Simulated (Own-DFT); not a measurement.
Simulation results for AlGa₃N₄ (wurtzite random alloy, strained, atoms displaced), AlGa₃N₄ (wurtzite random alloy, atoms displaced)

All values are calculated (Own-DFT development build). A calculation, not a measurement: plane-wave PBE density functional theory by an unreviewed code, no spin, of a simulated periodic cell, stress positive in tension, free energy of the whole cell less one offset for each atom, forces on such cells passed a denser k mesh, this cell's mesh not checked; offsets are fitted by least squares, one for each functional and potential file, so energies compare only between cells with the same atoms and settings and are not formation energies; the far tail of each file's local potential was reset to the Coulomb form; each entry is a single point on an unrelaxed cell, so the pressure reflects the starting lattice, mostly measured values, from which strain is counted, and rises with the displacements; printed positions are rounded, which can move forces by about a meV/angstrom; the program is a retired in-house code; no spin-orbit coupling.

Common to all runs: functional PBE; potential files PseudoDojo norm-conserving, scalar-relativistic, standard set; wave cutoff 42 hartree; occupations Fermi-Dirac; smearing width 0.1 eV; k mesh 4 x 4 x 3 centred on Gamma.

(1) 
```cif
# cell vector a (Å): 9.6043 0.0000 0.0000
# cell vector b (Å): -4.8022 8.3176 0.0000
# cell vector c (Å): 0.0000 0.0000 10.2685
data_AlGa3N4
_symmetry_space_group_name_H-M 'P 1'
_symmetry_Int_Tables_number 1
_cell_length_a 9.6043
_cell_length_b 9.6044
_cell_length_c 10.2685
_cell_angle_alpha 90.000
_cell_angle_beta 90.000
_cell_angle_gamma 120.000
_cell_volume 820.30
loop_
_atom_site_label
_atom_site_type_symbol
_atom_site_fract_x
_atom_site_fract_y
_atom_site_fract_z
_atom_site_occupancy
Ga1 Ga 0.12737 0.23741 0.99822 1
Ga2 Ga 0.23518 0.12374 0.25073 1
N1 N 0.11335 0.21923 0.19535 1
N2 N 0.22618 0.10960 0.43801 1
Ga3 Ga 0.11247 0.22539 0.50035 1
Ga4 Ga 0.22447 0.11184 0.75096 1
N3 N 0.11079 0.21611 0.69147 1
N4 N 0.22438 0.11151 0.93967 1
Ga5 Ga 0.11123 0.55532 0.00246 1
Ga6 Ga 0.21467 0.43904 0.24534 1
N5 N 0.10934 0.56094 0.18774 1
N6 N 0.22419 0.45176 0.43867 1
Ga7 Ga 0.10895 0.55880 0.50183 1
Ga8 Ga 0.21743 0.44316 0.75505 1
N7 N 0.11559 0.55740 0.69298 1
N8 N 0.22390 0.44212 0.93951 1
Ga9 Ga 0.10944 0.88907 0.99304 1
Ga10 Ga 0.22927 0.77495 0.25275 1
N9 N 0.10896 0.88538 0.18325 1
N10 N 0.22152 0.77462 0.44176 1
Ga11 Ga 0.11202 0.89136 0.50835 1
Al1 Al 0.22044 0.77590 0.75842 1
N11 N 0.11703 0.89403 0.69134 1
N12 N 0.23030 0.77629 0.94383 1
Ga12 Ga 0.43838 0.21571 0.00534 1
Ga13 Ga 0.55324 0.10977 0.26477 1
N13 N 0.44140 0.22639 0.19009 1
N14 N 0.56091 0.10622 0.43437 1
Al2 Al 0.45228 0.22556 0.50455 1
Al3 Al 0.56139 0.10786 0.74914 1
N15 N 0.45283 0.22264 0.69351 1
N16 N 0.56317 0.11276 0.94009 1
Al4 Al 0.43878 0.56245 0.00695 1
Ga14 Ga 0.55237 0.44830 0.24943 1
N17 N 0.45178 0.55624 0.18902 1
N18 N 0.55830 0.45044 0.43894 1
Ga15 Ga 0.43988 0.54433 0.50165 1
Ga16 Ga 0.55818 0.44902 0.74854 1
N19 N 0.44647 0.56438 0.68579 1
N20 N 0.55187 0.44322 0.93861 1
Ga17 Ga 0.44370 0.88423 0.99271 1
Ga18 Ga 0.56751 0.78128 0.24497 1
N21 N 0.44174 0.89086 0.19123 1
N22 N 0.53852 0.76698 0.43992 1
Al5 Al 0.43270 0.88233 0.50228 1
Al6 Al 0.54594 0.77264 0.75303 1
N23 N 0.43308 0.87670 0.68815 1
N24 N 0.55882 0.77714 0.93722 1
Ga19 Ga 0.76835 0.21690 0.99584 1
Ga20 Ga 0.89070 0.11621 0.25158 1
N25 N 0.75979 0.21429 0.19255 1
N26 N 0.89304 0.11758 0.44251 1
Ga21 Ga 0.77054 0.21794 0.49831 1
Ga22 Ga 0.88640 0.11311 0.75345 1
N27 N 0.77594 0.20951 0.68349 1
N28 N 0.88362 0.11812 0.93480 1
Al7 Al 0.77013 0.55221 0.99731 1
Al8 Al 0.88853 0.44985 0.24601 1
N29 N 0.76866 0.55183 0.18783 1
N30 N 0.90183 0.44581 0.43792 1
Ga23 Ga 0.77875 0.55446 0.50424 1
Ga24 Ga 0.89513 0.44486 0.75625 1
N31 N 0.79135 0.55948 0.68804 1
N32 N 0.88913 0.43604 0.94142 1
Ga25 Ga 0.78566 0.88652 0.00534 1
Al9 Al 0.88383 0.78535 0.24946 1
N33 N 0.77623 0.88985 0.17812 1
N34 N 0.89675 0.77542 0.44072 1
Ga26 Ga 0.77641 0.89420 0.50606 1
Ga27 Ga 0.89351 0.77723 0.75089 1
N35 N 0.77732 0.89275 0.69754 1
N36 N 0.88520 0.78107 0.93847 1
_calc_free_energy_of_cell_above_offsets '6.910'  # eV
_calc_pressure 3.47  # GPa
_calc_stress_xx -2.11  # GPa
_calc_stress_yy -0.87  # GPa
_calc_stress_zz -7.42  # GPa
_calc_stress_yz 0.02  # GPa
_calc_stress_xz -0.35  # GPa
_calc_stress_xy -1.19  # GPa
```

Force:
| element | x (eV/Å) | y (eV/Å) | z (eV/Å) |
| --- | --- | --- | --- |
| Ga | -1.318 | -3.232 | 0.807 |
| Ga | -1.008 | -2.759 | 0.323 |
| N | -0.816 | 0.438 | -1.369 |
| N | 0.687 | 1.059 | 1.181 |
| Ga | 0.507 | 0.189 | 0.012 |
| Ga | 0.398 | 0.544 | -0.077 |
| N | -0.289 | 1.025 | -0.063 |
| N | -0.413 | -0.036 | -0.199 |
| Ga | -0.255 | -0.195 | -0.249 |
| Ga | 0.398 | 1.299 | 1.124 |
| N | -0.063 | -1.641 | 0.387 |
| N | -0.093 | -1.153 | -0.242 |
| Ga | 1.234 | -0.106 | 0.371 |
| Ga | 1.082 | -0.227 | -1.384 |
| N | -0.652 | 0.633 | 0.467 |
| N | 0.26 | 2.47 | 0.68 |
| Ga | 0.373 | -0.237 | 1.447 |
| Ga | -1.597 | 0.844 | -0.166 |
| N | -0.707 | 0.23 | 0.983 |
| N | -0.203 | 1.076 | 0.238 |
| Ga | 0.429 | -0.129 | -1.686 |
| Al | 0.213 | 0.083 | -1.014 |
| N | 0.731 | -1.181 | 1.374 |
| N | -1.916 | -0.448 | -1.713 |
| Ga | 1.182 | 0.778 | -0.877 |
| Ga | -0.894 | -0.422 | -4.443 |
| N | 1.62 | 0.243 | 0.277 |
| N | -2.335 | -0.561 | 4.631 |
| Al | -0.514 | -0.325 | -0.488 |
| Al | -0.62 | -0.291 | 0.202 |
| N | 0.374 | -0.285 | -1.127 |
| N | -2.594 | -1.315 | -1.813 |
| Al | 1.717 | -0.424 | -1.189 |
| Ga | 1.172 | -0.74 | 0.298 |
| N | -2.267 | 0.399 | -0.975 |
| N | 0.911 | -1.974 | 0.613 |
| Ga | -0.749 | 1.422 | -0.436 |
| Ga | -0.001 | 0.034 | 0.353 |
| N | 0.244 | -1.001 | 1.328 |
| N | -0.257 | 0.735 | 0.669 |
| Ga | 1.048 | 1.445 | 1.746 |
| Ga | -2.399 | -0.303 | 1.328 |
| N | 1.276 | -0.084 | -0.684 |
| N | 0.979 | 1.641 | -0.118 |
| Al | 1.25 | -0.172 | -0.279 |
| Al | 1.036 | 0.883 | -0.637 |
| N | 0.244 | 1.333 | 0.662 |
| N | -0.301 | -0.958 | 0.157 |
| Ga | 1.43 | 0.514 | 1.988 |
| Ga | -0.736 | -0.133 | -0.267 |
| N | 2.127 | 2.08 | -0.341 |
| N | -0.086 | -0.962 | -0.623 |
| Ga | 1.508 | 1.209 | -0.062 |
| Ga | 1.147 | -0.582 | -0.495 |
| N | -1.74 | 1.391 | 0.844 |
| N | 2.014 | -0.623 | 1.786 |
| Al | 0.332 | -0.013 | 0.418 |
| Al | -0.369 | -0.727 | 0.435 |
| N | 1.344 | 1.305 | -0.424 |
| N | -2.427 | -0.844 | -1.073 |
| Ga | 0.705 | 0.21 | -1.316 |
| Ga | -0.175 | -0.836 | -1.067 |
| N | -0.846 | -0.634 | 0.94 |
| N | -1.318 | 1.813 | 0.476 |
| Ga | -1.82 | 1.591 | -3.219 |
| Al | 2.033 | -0.804 | 0.077 |
| N | 1.276 | 0.561 | 3.571 |
| N | -1.688 | 0.578 | -0.906 |
| Ga | -0.064 | -1.001 | -0.185 |
| Ga | -1.042 | 0.774 | -0.391 |
| N | -0.418 | -1.425 | -0.465 |
| N | 1.71 | -2.047 | -0.128 |

(2) 
```cif
# cell vector a (Å): 9.5092 0.0000 0.0000
# cell vector b (Å): -4.7546 8.2353 0.0000
# cell vector c (Å): 0.0000 0.0000 10.2685
data_AlGa3N4
_symmetry_space_group_name_H-M 'P 1'
_symmetry_Int_Tables_number 1
_cell_length_a 9.5092
_cell_length_b 9.5093
_cell_length_c 10.2685
_cell_angle_alpha 90.000
_cell_angle_beta 90.000
_cell_angle_gamma 120.000
_cell_volume 804.14
loop_
_atom_site_label
_atom_site_type_symbol
_atom_site_fract_x
_atom_site_fract_y
_atom_site_fract_z
_atom_site_occupancy
Ga1 Ga 0.12787 0.23732 0.00098 1
Ga2 Ga 0.24195 0.12970 0.24919 1
N1 N 0.12134 0.23953 0.18585 1
N2 N 0.22180 0.10859 0.44313 1
Ga3 Ga 0.11402 0.22484 0.50728 1
Ga4 Ga 0.22603 0.11870 0.74755 1
N3 N 0.09216 0.21165 0.68345 1
N4 N 0.20685 0.09647 0.94847 1
Ga5 Ga 0.11391 0.56087 0.00390 1
Al1 Al 0.21762 0.42518 0.24972 1
N5 N 0.11608 0.55858 0.19154 1
N6 N 0.21259 0.43548 0.44461 1
Al2 Al 0.11518 0.55728 0.48669 1
Al3 Al 0.22245 0.44439 0.74558 1
N7 N 0.10902 0.55132 0.69032 1
N8 N 0.19964 0.42761 0.93580 1
Ga6 Ga 0.12533 0.89453 0.98645 1
Ga7 Ga 0.23153 0.78584 0.23494 1
N9 N 0.10530 0.88974 0.18512 1
N10 N 0.22936 0.78130 0.43900 1
Ga8 Ga 0.09466 0.87583 0.51225 1
Ga9 Ga 0.20965 0.77317 0.73763 1
N11 N 0.11476 0.88122 0.69096 1
N12 N 0.21864 0.79832 0.93171 1
Ga10 Ga 0.45510 0.22134 0.00712 1
Ga11 Ga 0.56375 0.11785 0.25146 1
N13 N 0.44060 0.20765 0.18935 1
N14 N 0.55998 0.10986 0.44264 1
Al4 Al 0.44426 0.22006 0.50475 1
Ga12 Ga 0.56595 0.12909 0.75264 1
N15 N 0.43047 0.21981 0.68585 1
N16 N 0.55134 0.11175 0.94980 1
Ga13 Ga 0.45171 0.55836 0.00195 1
Ga14 Ga 0.55103 0.43957 0.24904 1
N17 N 0.44600 0.55297 0.18797 1
N18 N 0.55981 0.43334 0.42467 1
Al5 Al 0.45565 0.55594 0.49565 1
Ga15 Ga 0.53696 0.44542 0.75586 1
N19 N 0.44656 0.54894 0.68567 1
N20 N 0.56471 0.44456 0.93143 1
Ga16 Ga 0.43818 0.88207 0.01065 1
Ga17 Ga 0.53869 0.77662 0.25437 1
N21 N 0.44581 0.89878 0.18503 1
N22 N 0.55230 0.76487 0.43700 1
Ga18 Ga 0.45077 0.88320 0.50541 1
Ga19 Ga 0.56425 0.77972 0.75649 1
N23 N 0.44244 0.89306 0.69904 1
N24 N 0.55352 0.77564 0.93677 1
Ga20 Ga 0.76422 0.20469 0.00127 1
Al6 Al 0.89541 0.11711 0.25834 1
N25 N 0.77603 0.23512 0.18545 1
N26 N 0.89682 0.11168 0.44678 1
Ga21 Ga 0.77164 0.22616 0.52030 1
Ga22 Ga 0.89621 0.11732 0.75773 1
N27 N 0.75164 0.19778 0.69491 1
N28 N 0.89272 0.11334 0.93926 1
Ga23 Ga 0.78216 0.55767 0.02009 1
Ga24 Ga 0.87589 0.43314 0.25430 1
N29 N 0.77774 0.55204 0.18523 1
N30 N 0.89118 0.44897 0.44748 1
Al7 Al 0.78164 0.55209 0.50951 1
Ga25 Ga 0.90205 0.44165 0.74944 1
N31 N 0.78958 0.54578 0.68671 1
N32 N 0.88680 0.45738 0.94076 1
Al8 Al 0.78023 0.87896 0.99971 1
Ga26 Ga 0.87518 0.79658 0.23759 1
N33 N 0.78084 0.89630 0.17968 1
N34 N 0.89397 0.77606 0.42560 1
Al9 Al 0.77244 0.88173 0.50333 1
Ga27 Ga 0.89020 0.77248 0.74569 1
N35 N 0.78115 0.88858 0.69420 1
N36 N 0.90097 0.77751 0.93072 1
_calc_free_energy_of_cell_above_offsets '15.813'  # eV
_calc_pressure 10.59  # GPa
_calc_stress_xx -10.84  # GPa
_calc_stress_yy -8.55  # GPa
_calc_stress_zz -12.38  # GPa
_calc_stress_yz 1.06  # GPa
_calc_stress_xz 0.62  # GPa
_calc_stress_xy 1.21  # GPa
```

Force:
| element | x (eV/Å) | y (eV/Å) | z (eV/Å) |
| --- | --- | --- | --- |
| Ga | -0.683 | -4.776 | 0.826 |
| Ga | -3.421 | -3.786 | 1.461 |
| N | -0.701 | -4.802 | 0.177 |
| N | 0.777 | 0.545 | 0.135 |
| Ga | 0.615 | -1.285 | -1.744 |
| Ga | -1.84 | -2.1 | 1.536 |
| N | 2.788 | 2.625 | 1.976 |
| N | 0.942 | 6.095 | -2.495 |
| Ga | -1.277 | -0.096 | -0.75 |
| Al | -0.898 | 6.021 | 2.043 |
| N | 0.803 | -1.16 | 0.603 |
| N | 1.738 | 2.249 | -1.558 |
| Al | -0.292 | 0.4 | 0.944 |
| Al | -0.578 | -0.33 | 0.182 |
| N | 2.465 | -0.147 | -1.956 |
| N | 1.495 | 5.307 | -2.625 |
| Ga | -5.483 | -1.003 | 4.397 |
| Ga | -3.292 | -0.77 | 2.537 |
| N | 0.42 | 0.822 | -0.134 |
| N | -0.095 | -0.873 | -0.1 |
| Ga | 1.673 | 1.411 | -3.153 |
| Ga | 3.862 | -0.695 | 2.113 |
| N | -3.409 | 2.605 | -0.27 |
| N | 7.097 | -4.825 | -1.192 |
| Ga | -2.703 | 0.697 | -1.064 |
| Ga | -0.008 | -0.512 | 1.365 |
| N | 1.48 | 2.738 | -0.443 |
| N | -0.871 | 0.152 | 0.035 |
| Al | -0.318 | -0.68 | -1.422 |
| Ga | -6.116 | -3.922 | 2.796 |
| N | 2.311 | 1.42 | -0.271 |
| N | 0.864 | -1.648 | -1.928 |
| Ga | -0.474 | -1.104 | -0.754 |
| Ga | 1.192 | 0.245 | -1.428 |
| N | -1.366 | -0.091 | 0.555 |
| N | -0.604 | 0.775 | 4.312 |
| Al | -0.781 | -2.165 | 0.103 |
| Ga | 4.37 | -1.428 | -0.611 |
| N | -3.169 | 1.664 | -1.604 |
| N | -1.132 | -0.172 | 2.613 |
| Ga | -0.315 | 0.442 | -4.114 |
| Ga | 1.588 | -0.143 | -1.027 |
| N | 1.562 | -0.056 | 1.865 |
| N | 0.876 | 1.037 | 0.779 |
| Ga | -1.465 | 0.599 | 0.655 |
| Ga | -1.611 | 0.258 | -1.396 |
| N | 0.935 | -0.476 | -0.794 |
| N | 0.705 | 0.405 | 1.975 |
| Ga | 1.73 | 2.599 | -0.461 |
| Al | -0.257 | 0.271 | -0.669 |
| N | 2.181 | -3.395 | 0.481 |
| N | -2.004 | -1.37 | -1.269 |
| Ga | 1.406 | -0.181 | -3.253 |
| Ga | -1.965 | -1.89 | 0.166 |
| N | 6.412 | 3.83 | -0.345 |
| N | -0.197 | -1.365 | 1.441 |
| Ga | 0.214 | 0.723 | -6.493 |
| Ga | 1.048 | 3.593 | 1.015 |
| N | -1.286 | 0.551 | 4.994 |
| N | 0.346 | -0.469 | -0.399 |
| Al | -0.503 | 0.511 | -2.286 |
| Ga | -2.208 | -0.806 | 1.884 |
| N | -2.356 | 0.387 | -0.275 |
| N | 1.805 | -2.016 | -0.339 |
| Al | 0.317 | 1.336 | -1.773 |
| Ga | 6.196 | -3.153 | 2.275 |
| N | -4.572 | 2.55 | -0.323 |
| N | -2.571 | -1.016 | 2.141 |
| Al | 1.233 | 0.859 | -0.35 |
| Ga | -0.057 | -0.718 | 0.802 |
| N | -0.026 | -0.184 | -1.711 |
| N | -2.542 | -0.115 | 1.596 |

(3) 
```cif
# cell vector a (Å): 9.5092 0.0000 0.0000
# cell vector b (Å): -4.7546 8.2353 0.0000
# cell vector c (Å): 0.0000 0.0000 10.2685
data_AlGa3N4
_symmetry_space_group_name_H-M 'P 1'
_symmetry_Int_Tables_number 1
_cell_length_a 9.5092
_cell_length_b 9.5093
_cell_length_c 10.2685
_cell_angle_alpha 90.000
_cell_angle_beta 90.000
_cell_angle_gamma 120.000
_cell_volume 804.14
loop_
_atom_site_label
_atom_site_type_symbol
_atom_site_fract_x
_atom_site_fract_y
_atom_site_fract_z
_atom_site_occupancy
Al1 Al 0.09695 0.22155 0.00823 1
Ga1 Ga 0.24913 0.12864 0.24249 1
N1 N 0.09712 0.22609 0.19049 1
N2 N 0.21814 0.12953 0.44553 1
Al2 Al 0.10220 0.20452 0.49973 1
Ga2 Ga 0.22902 0.11606 0.75183 1
N3 N 0.11607 0.23145 0.68746 1
N4 N 0.22563 0.11210 0.95034 1
Ga3 Ga 0.11493 0.55634 0.00952 1
Ga4 Ga 0.21801 0.42127 0.23495 1
N5 N 0.11077 0.55971 0.19378 1
N6 N 0.22031 0.44627 0.42920 1
Ga5 Ga 0.13332 0.57065 0.49921 1
Ga6 Ga 0.22254 0.44982 0.75327 1
N7 N 0.11601 0.56424 0.67523 1
N8 N 0.23971 0.46433 0.94452 1
Ga7 Ga 0.11895 0.88309 0.98158 1
Ga8 Ga 0.21397 0.78416 0.23936 1
N9 N 0.11375 0.89205 0.17993 1
N10 N 0.23603 0.79194 0.44678 1
Ga9 Ga 0.10733 0.87500 0.50328 1
Ga10 Ga 0.24086 0.79288 0.75140 1
N11 N 0.11624 0.89834 0.69606 1
N12 N 0.21298 0.78364 0.93463 1
Al3 Al 0.44640 0.22753 0.00042 1
Ga11 Ga 0.54873 0.10867 0.25919 1
N13 N 0.44359 0.22858 0.18630 1
N14 N 0.56388 0.10805 0.43370 1
Ga12 Ga 0.45046 0.21929 0.48818 1
Ga13 Ga 0.54973 0.10796 0.75197 1
N15 N 0.44432 0.22487 0.68734 1
N16 N 0.52659 0.10587 0.94558 1
Al4 Al 0.43149 0.54905 0.00869 1
Ga14 Ga 0.56906 0.44585 0.24005 1
N17 N 0.44373 0.54731 0.18460 1
N18 N 0.56134 0.43769 0.44180 1
Al5 Al 0.44151 0.55019 0.49729 1
Ga15 Ga 0.54660 0.44009 0.74070 1
N19 N 0.45855 0.55642 0.70057 1
N20 N 0.56579 0.46146 0.94722 1
Al6 Al 0.44577 0.88735 0.99907 1
Ga16 Ga 0.56188 0.79627 0.24955 1
N21 N 0.45171 0.89520 0.18504 1
N22 N 0.56631 0.78703 0.43248 1
Ga17 Ga 0.44717 0.87507 0.50197 1
Ga18 Ga 0.55079 0.77576 0.74017 1
N23 N 0.44290 0.88498 0.68820 1
N24 N 0.55692 0.79650 0.95305 1
Ga19 Ga 0.79025 0.22833 0.01534 1
Ga20 Ga 0.89073 0.12405 0.25338 1
N25 N 0.77853 0.22525 0.19917 1
N26 N 0.89105 0.10671 0.43899 1
Ga21 Ga 0.77780 0.22034 0.50326 1
Ga22 Ga 0.86860 0.10062 0.74141 1
N27 N 0.77293 0.21580 0.70496 1
N28 N 0.87785 0.10412 0.93755 1
Ga23 Ga 0.79241 0.55458 0.99802 1
Al7 Al 0.87834 0.44439 0.24601 1
N29 N 0.77773 0.56282 0.18755 1
N30 N 0.88372 0.44343 0.44099 1
Ga24 Ga 0.77045 0.53006 0.48576 1
Ga25 Ga 0.89463 0.45186 0.74759 1
N31 N 0.78513 0.56226 0.68011 1
N32 N 0.87988 0.44298 0.94008 1
Ga26 Ga 0.78740 0.88859 0.98261 1
Ga27 Ga 0.88570 0.76053 0.24262 1
N33 N 0.78597 0.90230 0.19276 1
N34 N 0.89154 0.78194 0.43551 1
Al8 Al 0.78878 0.89506 0.49837 1
Al9 Al 0.88843 0.77377 0.76198 1
N35 N 0.79810 0.89164 0.69329 1
N36 N 0.89597 0.79014 0.93810 1
_calc_free_energy_of_cell_above_offsets '15.852'  # eV
_calc_pressure 10.93  # GPa
_calc_stress_xx -15.05  # GPa
_calc_stress_yy -10.63  # GPa
_calc_stress_zz -7.12  # GPa
_calc_stress_yz -1.62  # GPa
_calc_stress_xz 1.8  # GPa
_calc_stress_xy 3.06  # GPa
```

Force:
| element | x (eV/Å) | y (eV/Å) | z (eV/Å) |
| --- | --- | --- | --- |
| Al | 1.601 | -0.752 | -1.912 |
| Ga | -5.876 | -3.916 | 2.281 |
| N | 1.89 | -3.927 | -2.806 |
| N | 4.865 | -2.758 | -2.604 |
| Al | -2.594 | 3.887 | 1.616 |
| Ga | -1.438 | 0.515 | 0.588 |
| N | -0.579 | -0.772 | -0.1 |
| N | -1.578 | 1.889 | -0.528 |
| Ga | -0.836 | 0.804 | -1.154 |
| Ga | -0.015 | 6.798 | 3.372 |
| N | -0.916 | -1.245 | 0.127 |
| N | 1.559 | -0.764 | 1.043 |
| Ga | -1.187 | -1.586 | -2.176 |
| Ga | 0.126 | -0.225 | -0.561 |
| N | 0.401 | -0.025 | 3.483 |
| N | -3.098 | -3.319 | -0.89 |
| Ga | -4.854 | 4.002 | 3.282 |
| Ga | 2.38 | -0.175 | 1.567 |
| N | -0.991 | 0.94 | 0.004 |
| N | -0.577 | -0.791 | -2.144 |
| Ga | -1.383 | 1.864 | 0.493 |
| Ga | -3.175 | -2.004 | -0.216 |
| N | -0.184 | -1.612 | -0.131 |
| N | 6.755 | -3.736 | -0.552 |
| Al | -1.182 | 1.26 | -0.383 |
| Ga | 0.557 | -0.096 | -2.9 |
| N | 4.179 | 1.233 | -1.337 |
| N | -0.806 | -0.545 | 2.512 |
| Ga | -1.474 | -0.954 | 1.775 |
| Ga | -0.469 | 0.771 | 1.27 |
| N | 0.974 | -0.898 | -0.99 |
| N | 3.005 | -0.554 | -0.673 |
| Al | 4.263 | 3.061 | -0.614 |
| Ga | -3.06 | 0.233 | 1.355 |
| N | -0.092 | 0.763 | 1.133 |
| N | -3.201 | 0.66 | -1.643 |
| Al | 0.426 | -0.033 | -0.634 |
| Ga | 4.194 | -0.137 | 2.418 |
| N | -4.169 | 1.233 | -3.35 |
| N | -0.771 | -1.658 | -0.456 |
| Al | -2.255 | 1.867 | 0.798 |
| Ga | 1.589 | -1.667 | -1.193 |
| N | -2.099 | -0.096 | -0.376 |
| N | 1.181 | -1.887 | 2.306 |
| Ga | -0.212 | 1.98 | -0.511 |
| Ga | 2.024 | 0.604 | 2.459 |
| N | 1.691 | 1.477 | -0.77 |
| N | 1.762 | -3.056 | -2.283 |
| Ga | -1.827 | -1.521 | -1.887 |
| Ga | 0.231 | -2.767 | 0.793 |
| N | -1.652 | 1.408 | -0.414 |
| N | -0.596 | 0.555 | 1.298 |
| Ga | 0.902 | 0.37 | 0.391 |
| Ga | 3.373 | 1.319 | 1.826 |
| N | -1.682 | 1.768 | -2.407 |
| N | 1.075 | 2.816 | 0.044 |
| Ga | -4.196 | 2.041 | 0.191 |
| Al | 1.92 | 0.513 | 1.437 |
| N | 2.469 | -3.519 | -1.384 |
| N | 4.325 | -1.515 | -2.523 |
| Ga | -1.651 | 4.988 | 3.161 |
| Ga | -0.324 | -0.251 | -0.367 |
| N | -0.377 | -0.125 | 1.223 |
| N | 3.931 | -1.085 | -0.727 |
| Ga | -3.226 | 0.122 | 3.463 |
| Ga | -0.872 | 6.598 | 1.883 |
| N | 0.507 | -1.198 | -0.987 |
| N | -0.018 | -1.117 | -0.018 |
| Al | 0.225 | -1.515 | -0.097 |
| Al | 0.975 | -0.047 | -2.782 |
| N | -1.831 | -1.742 | -1.705 |
| N | 1.969 | -2.748 | -0.402 |
